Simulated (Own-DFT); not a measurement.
# Computed records: In3GaP4 (zincblende random alloy, strained, atoms displaced)

Computed with Own-DFT development build. A calculation, not a measurement: plane-wave PBE density functional theory by an unreviewed code, no spin, of a simulated periodic cell, stress positive in tension, free energy of the whole cell less one offset for each atom, forces on such cells passed a denser k mesh, this cell's mesh not checked; offsets are fitted by least squares, one for each functional and potential file, so energies compare only between cells with the same atoms and settings and are not formation energies; the far tail of each file's local potential was reset to the Coulomb form; each entry is a single point on an unrelaxed cell, so the pressure reflects the starting lattice, mostly measured values, from which strain is counted, and rises with the displacements; printed positions are rounded, which can move forces by about a meV/angstrom; the program is a retired in-house code; no spin-orbit coupling.

```xyz
64
Lattice="11.3066 0.0000 0.0000 0.0000 11.3066 0.0000 0.0000 0.0000 11.7722" Properties=species:S:1:pos:R:3:force_x:R:1:force_y:R:1:force_z:R:1 formula=In3GaP4 functional=PBE potential_files=PseudoDojo_norm-conserving,scalar-relativistic,standard_set wave_cutoff=42 occupations=Fermi-Dirac smearing_width=0.1 k_mesh=3_x_3_x_3_centred_on_Gamma free_energy_of_cell_above_offsets=-29.255 pressure=5.66 stress_xx=-6.31 stress_yy=-6.26 stress_zz=-4.4 stress_yz=0.31 stress_xz=-0.16 stress_xy=0.22
In     0.1352     0.0624    11.7451      -1.66     -0.855     -0.591
In    11.3024     2.7794     2.9645      0.675       1.42     -0.204
In     2.7826    11.2551     2.9404      0.279      0.319      0.294
Ga     2.8781     2.8375     0.0123      -0.25     -0.239      0.346
P      1.3368     1.4034     1.5104      2.188      0.938     -0.656
P      1.5017     4.1660     4.4695     -1.211       0.83     -0.748
P      4.2419     1.4559     4.4704       0.09     -1.732      0.123
P      4.2692     4.1870     1.5419     -0.949     -0.446     -1.127
Ga     0.0347     0.0210     5.8236     -0.253     -0.065      0.803
In     0.0306     2.8800     8.8007     -0.185     -0.285      0.717
Ga     2.8815    11.2805     8.8413     -0.074     -0.238      0.061
In     2.8215     2.8278     5.8929      0.169     -0.712      1.309
P      1.4423     1.3513     7.4673      0.179     -0.969     -0.891
P      1.4747     4.2401    10.3930      0.924     -0.731     -0.653
P      4.2444     1.4139    10.3215      -1.42      0.341     -0.489
P      4.3056     4.2548     7.2994     -1.332     -0.495      0.786
In     0.0407     5.6859    11.7006      -0.62     -0.494      0.653
In    11.2416     8.5007     2.9191      1.458     -1.199      0.828
In     2.8498     5.6277     2.9769     -0.414      0.129     -0.232
In     2.9219     8.5509     0.0441     -0.969     -1.489     -0.493
P      1.3826     7.0007     1.4531      0.761      0.981      0.451
P      1.3592     9.8936     4.4652      0.532     -0.467      1.062
P      4.2407     7.1044     4.3726     -0.518      0.003      1.731
P      4.2577     9.8820     1.4458      0.275      0.963      0.967
In     0.0672     5.6614     5.9415     -0.394     -0.145     -0.628
In     0.0452     8.4918     8.8978     -0.427     -0.129     -0.659
In     2.8155     5.6976     8.7388      0.756     -0.553      1.094
Ga     2.8561     8.4681     5.9256     -0.268      0.005     -0.706
P      1.4685     7.1261     7.3571     -0.003      0.732     -0.808
P      1.4772     9.8384    10.2903      0.798      1.367     -0.257
P      4.3050     7.0684    10.3314      -0.17      0.634     -1.104
P      4.2238     9.7772     7.3412      0.361      0.855      0.232
In     5.6179     0.0316     0.0177      0.321      0.158      0.237
In     5.6192     2.7093     2.9347      0.774      0.348      0.122
In     8.5572    11.3059     2.9643     -0.812      0.492      0.044
In     8.4640     2.8501     0.0537       0.43      1.123      -1.33
P      7.0967     1.4939     1.3907     -0.455     -1.594      1.279
P      7.1261     4.2045     4.3277      0.281      0.025       0.66
P      9.9997     1.4587     4.3820     -1.492     -0.803        2.7
P      9.9654     4.1885     1.4667     -0.865      1.542      0.626
Ga     5.5588    11.2613     5.7891      0.322     -0.012      0.672
In     5.6445     2.7943     8.7273     -0.041      0.472      1.196
In     8.4108     0.0151     8.8261      0.992     -0.341     -0.452
Ga     8.3976     2.8893     5.9162      0.401     -0.622     -0.302
P      7.0086     1.3729     7.3590      0.206     -0.207     -2.447
P      7.0452     4.3359    10.2352      0.264     -1.379      0.125
P      9.8167     1.4570    10.2772      0.845     -0.257       0.16
P      9.8517     4.2174     7.3358       -0.2     -0.406     -0.765
In     5.6094     5.5617    11.7490      0.448       0.58      0.811
In     5.6132     8.5172     2.9633      0.501     -0.311     -0.461
Ga     8.4261     5.6458     2.9851      0.842      0.189      -0.62
In     8.4954     8.4445    11.6971     -0.273       0.53      0.476
P      7.0812     7.0892     1.5024      0.164     -1.065      0.284
P      7.0001     9.9060     4.4084     -0.021      1.059        0.7
P      9.9078     7.0491     4.3872     -0.796     -1.005     -0.063
P      9.8877     9.8117     1.5911     -0.469      1.305     -2.624
In     5.6893     5.5916     5.9549      0.562      0.871     -1.706
Ga     5.6440     8.4268     8.8241      0.326      0.134      0.183
In     8.4721     5.6759     8.7680      0.513     -0.475      0.536
In     8.4590     8.4910     5.8653     -0.046     -0.318     -0.197
P      7.1029     7.0179     7.3784     -1.226      1.722      -0.02
P      7.0132     9.9869    10.3025     -0.458     -1.816     -0.604
P      9.8994     7.0213    10.2610      0.045      0.224     -0.159
P      9.9077     9.8129     7.3394      0.583      1.564     -0.276
```

Units: wave_cutoff in hartree; smearing_width, free_energy_of_cell_above_offsets in eV; pressure, stress_xx, stress_yy, stress_zz, stress_yz, stress_xz, stress_xy in GPa; force_x, force_y, force_z in eV/Å.
